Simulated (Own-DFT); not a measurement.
# Computed records: AlGa3N4 (wurtzite random alloy, atoms displaced)

All values are calculated (Own-DFT development build). A calculation, not a measurement: plane-wave density functional theory by an unreviewed code, no spin, of a simulated periodic cell, stress positive in tension, run twice, with PBE and with PBEsol, both on files made for PBE, so the change isn't that of files made for PBEsol, forces on such cells passed a denser k mesh, this cell's mesh not checked; the far tail of each file's local potential was reset to the Coulomb form; each entry is a single point on an unrelaxed cell, so the pressure reflects the starting lattice, mostly measured values (interpolated for alloys), from which strain is counted, and rises with the displacements; printed positions are rounded, which can move forces by about a meV/angstrom; the program, named Own-DFT, is a retired in-house code; no spin-orbit coupling; stress was not checked against mesh or cutoff.

```cif
# cell vector a (Å): 9.5092 0.0000 0.0000
# cell vector b (Å): -4.7546 8.2353 0.0000
# cell vector c (Å): 0.0000 0.0000 10.2685
data_AlGa3N4
_symmetry_space_group_name_H-M 'P 1'
_symmetry_Int_Tables_number 1
_cell_length_a 9.5092
_cell_length_b 9.5093
_cell_length_c 10.2685
_cell_angle_alpha 90.000
_cell_angle_beta 90.000
_cell_angle_gamma 120.000
_cell_volume 804.14
loop_
_atom_site_label
_atom_site_type_symbol
_atom_site_fract_x
_atom_site_fract_y
_atom_site_fract_z
_atom_site_occupancy
Al1 Al 0.10707 0.22272 0.99963 1
Al2 Al 0.22216 0.11174 0.24804 1
N1 N 0.11464 0.22651 0.18529 1
N2 N 0.22200 0.11255 0.43653 1
Ga1 Ga 0.10980 0.22310 0.49640 1
Ga2 Ga 0.22354 0.11323 0.74695 1
N3 N 0.10821 0.22088 0.68884 1
N4 N 0.22413 0.11075 0.93779 1
Ga3 Ga 0.11078 0.55517 0.99683 1
Ga4 Ga 0.21716 0.44514 0.25260 1
N5 N 0.10882 0.55634 0.18689 1
N6 N 0.22818 0.44795 0.44168 1
Ga5 Ga 0.10903 0.56122 0.49709 1
Ga6 Ga 0.22267 0.44684 0.75327 1
N7 N 0.11127 0.55405 0.68744 1
N8 N 0.22625 0.44943 0.93572 1
Ga7 Ga 0.11574 0.88757 0.00144 1
Ga8 Ga 0.22296 0.78552 0.25031 1
N9 N 0.11199 0.88642 0.18743 1
N10 N 0.22436 0.77624 0.44245 1
Ga9 Ga 0.10675 0.88390 0.49912 1
Ga10 Ga 0.22350 0.77453 0.75259 1
N11 N 0.10766 0.89033 0.68861 1
N12 N 0.22186 0.78280 0.93841 1
Ga11 Ga 0.43673 0.21813 0.00133 1
Ga12 Ga 0.55961 0.11011 0.25399 1
N13 N 0.44459 0.21800 0.19607 1
N14 N 0.55528 0.10709 0.44052 1
Ga13 Ga 0.43653 0.21643 0.50017 1
Ga14 Ga 0.55230 0.10880 0.74954 1
N15 N 0.44976 0.22502 0.68898 1
N16 N 0.55121 0.11213 0.94097 1
Ga15 Ga 0.44591 0.55314 0.99950 1
Ga16 Ga 0.55175 0.43853 0.25146 1
N17 N 0.43960 0.54408 0.18645 1
N18 N 0.55858 0.44409 0.43534 1
Al3 Al 0.44873 0.56016 0.49513 1
Al4 Al 0.55083 0.44383 0.75354 1
N19 N 0.44581 0.55795 0.68945 1
N20 N 0.55257 0.44595 0.94113 1
Ga17 Ga 0.44068 0.89025 0.99882 1
Ga18 Ga 0.54819 0.77562 0.24991 1
N21 N 0.44218 0.88997 0.18996 1
N22 N 0.56205 0.78327 0.43888 1
Ga19 Ga 0.43979 0.89040 0.50094 1
Al5 Al 0.55190 0.77204 0.74942 1
N23 N 0.43952 0.88893 0.69107 1
N24 N 0.55948 0.77904 0.93705 1
Ga20 Ga 0.77723 0.22321 0.99264 1
Ga21 Ga 0.90136 0.11820 0.24531 1
N25 N 0.79053 0.22875 0.19266 1
N26 N 0.89240 0.11629 0.44529 1
Al6 Al 0.77814 0.21988 0.50107 1
Ga22 Ga 0.89250 0.11623 0.74838 1
N27 N 0.78379 0.22074 0.69231 1
N28 N 0.89233 0.10767 0.93629 1
Ga23 Ga 0.77409 0.55766 0.00020 1
Ga24 Ga 0.89353 0.44688 0.24340 1
N29 N 0.78195 0.55540 0.18641 1
N30 N 0.89051 0.44885 0.44004 1
Ga25 Ga 0.77513 0.55482 0.50141 1
Al7 Al 0.88793 0.44098 0.75019 1
N31 N 0.77566 0.55382 0.68325 1
N32 N 0.88640 0.44466 0.93634 1
Al8 Al 0.77336 0.88430 0.00064 1
Ga26 Ga 0.89549 0.77871 0.24807 1
N33 N 0.78229 0.89503 0.19298 1
N34 N 0.88323 0.77615 0.44025 1
Ga27 Ga 0.77045 0.88572 0.49330 1
Al9 Al 0.88849 0.78054 0.75083 1
N35 N 0.77669 0.88705 0.69166 1
N36 N 0.89214 0.77960 0.93808 1
_calc_functional 'PBE, then PBEsol'
_calc_potential_files 'PseudoDojo norm-conserving, scalar-relativistic, standard set'
_calc_wave_cutoff 42  # hartree
_calc_occupations 'Fermi-Dirac'
_calc_smearing_width 0.1  # eV
_calc_k_mesh '4 x 4 x 3 centred on Gamma'
_calc_PBE_pressure 6.3  # GPa
_calc_PBE_stress_xx -7.33  # GPa
_calc_PBE_stress_yy -5.6  # GPa
_calc_PBE_stress_zz -5.98  # GPa
_calc_PBE_stress_yz -0.23  # GPa
_calc_PBE_stress_xz -0.62  # GPa
_calc_PBE_stress_xy -0.68  # GPa
_calc_PBEsol_pressure 1.42  # GPa
_calc_PBEsol_stress_xx -2.38  # GPa
_calc_PBEsol_stress_yy -0.71  # GPa
_calc_PBEsol_stress_zz -1.16  # GPa
_calc_PBEsol_stress_yz -0.24  # GPa
_calc_PBEsol_stress_xz -0.6  # GPa
_calc_PBEsol_stress_xy -0.66  # GPa
_calc_rms_change_of_force_components_from_PBE_to_PBEsol 0.067  # eV/angstrom
```

Force:
```
force element  PBE force x (eV/Å)  PBE force y (eV/Å)  PBE force z (eV/Å)  PBEsol force x (eV/Å)  PBEsol force y (eV/Å)  PBEsol force z (eV/Å)
           Al               0.785               0.097              -0.621                  0.782                   0.12                 -0.625
           Al               0.119               0.044               0.173                  0.106                  0.035                  0.174
            N               1.543              -0.455              -0.505                  1.372                 -0.377                 -0.375
            N              -0.359              -0.839              -1.029                 -0.344                  -0.81                 -0.851
           Ga               0.467               0.351               0.993                  0.449                  0.331                  0.975
           Ga              -0.109              -0.247               0.177                 -0.095                 -0.259                  0.167
            N                0.96                0.86              -0.264                  0.935                  0.838                 -0.253
            N               -1.68               0.327               0.435                 -1.521                  0.261                  0.389
           Ga              -0.194               0.205               0.205                 -0.189                  0.208                  0.212
           Ga               0.583               0.299              -0.111                  0.567                  0.284                 -0.113
            N               0.983               0.995              -0.128                  0.958                  0.959                 -0.122
            N              -0.003               0.557              -0.211                 -0.149                  0.455                 -0.276
           Ga               0.765              -1.375               0.754                  0.746                 -1.332                  0.738
           Ga               0.179              -0.437              -1.417                  0.172                 -0.412                 -1.381
            N              -1.013              -0.238               0.572                 -0.866                 -0.157                   0.52
            N              -0.363              -1.406               1.277                 -0.355                 -1.245                  1.194
           Ga              -1.478               0.499              -0.565                 -1.427                  0.469                 -0.552
           Ga               0.737              -1.288               0.406                  0.718                 -1.263                  0.389
            N              -0.312               1.928               0.472                 -0.298                  1.741                  0.416
            N              -0.819               0.769               -1.14                 -0.807                  0.749                 -1.117
           Ga              -0.418               0.543               0.433                 -0.403                  0.536                   0.44
           Ga              -1.288               0.191              -0.704                 -1.248                  0.206                 -0.692
            N               0.134              -0.691               0.317                  0.259                 -0.594                  0.255
            N               0.833              -1.123               0.104                  0.816                 -1.094                    0.1
           Ga               0.737               0.817               0.617                  0.736                  0.789                  0.597
           Ga               0.499               0.574              -0.506                  0.466                  0.554                 -0.487
            N              -0.777              -0.642               -0.79                 -0.627                 -0.545                 -0.821
            N                 0.5               1.073               0.611                  0.359                  0.964                  0.541
           Ga               0.938               0.982              -0.113                  0.917                  0.945                 -0.108
           Ga               0.682                0.39               0.209                  0.647                  0.365                  0.206
            N              -0.734               0.694                0.23                 -0.719                  0.521                  0.171
            N               0.461                0.02              -0.285                  0.452                  0.015                 -0.285
           Ga              -0.834               0.803               0.225                  -0.82                  0.779                  0.226
           Ga               0.784               0.648              -0.394                  0.774                  0.625                 -0.381
            N               -0.49               1.301               0.529                  -0.48                  1.275                  0.516
            N              -1.483               0.052               1.062                 -1.333                 -0.014                  0.983
           Al                0.26              -0.436               0.706                  0.266                 -0.431                  0.707
           Al               0.762               0.405              -0.766                  0.751                  0.396                 -0.763
            N               0.601              -0.212              -0.757                  0.464                   -0.3                 -0.711
            N               0.745              -0.903              -1.295                  0.721                 -0.871                 -1.111
           Ga               1.042              -0.196               0.158                  1.001                 -0.189                  0.159
           Ga               1.157              -0.194              -0.374                  1.131                 -0.166                 -0.349
            N               0.267              -0.064              -0.348                  0.261                 -0.065                 -0.336
            N              -2.259               -1.93              -0.258                 -2.196                 -1.742                 -0.305
           Ga               1.126              -0.273               0.527                  1.083                 -0.254                  0.513
           Al               0.353               1.178              -0.059                  0.316                  1.185                  -0.06
            N               1.577              -0.622              -0.006                  1.423                 -0.541                 -0.048
            N              -0.354               0.124              -0.073                 -0.482                  0.035                  0.018
           Ga                0.41              -0.459               1.037                  0.397                 -0.436                  1.014
           Ga               -1.17              -0.795                1.27                  -1.15                 -0.772                  1.244
            N              -1.197               -1.13              -1.117                 -1.165                 -1.099                 -1.089
            N              -1.009              -0.357              -1.135                  -0.83                 -0.423                  -1.16
           Al              -0.124               0.763               0.078                 -0.137                   0.76                   0.08
           Ga               0.455              -1.699               0.179                  0.435                 -1.655                  0.175
            N              -1.816               1.081              -1.124                 -1.754                  0.903                  -1.01
            N              -0.206              -0.098               1.234                 -0.339                 -0.037                  1.093
           Ga               0.595               -0.02               -0.26                  0.596                 -0.024                 -0.227
           Ga              -0.784              -0.002               1.391                 -0.762                  0.005                  1.351
            N              -0.934               0.044               0.288                 -0.906                  0.047                  0.274
            N              -0.071              -1.528              -0.334                 -0.063                 -1.353                 -0.364
           Ga               0.254              -0.083              -0.598                  0.256                 -0.077                 -0.588
           Al               -0.37               0.642              -0.678                 -0.366                  0.641                 -0.678
            N               0.012               -0.01               2.793                  0.006                 -0.007                  2.583
            N               0.121               0.254              -0.744                  0.122                  0.241                 -0.569
           Al               0.703               0.761              -0.005                  0.699                  0.756                  0.018
           Ga              -1.373              -0.489               0.493                  -1.34                 -0.486                  0.486
            N              -0.261               -0.96              -1.376                 -0.243                 -0.927                 -1.219
            N                0.77               0.194               -0.76                  0.759                  0.187                 -0.748
           Ga               1.769                 1.5               1.663                  1.735                  1.472                  1.612
           Al               0.017              -0.445              -0.439                  0.036                 -0.452                 -0.447
            N              -0.505              -0.602              -0.118                 -0.508                 -0.446                 -0.209
            N              -0.901               0.284              -0.214                 -0.764                  0.205                 -0.104
```
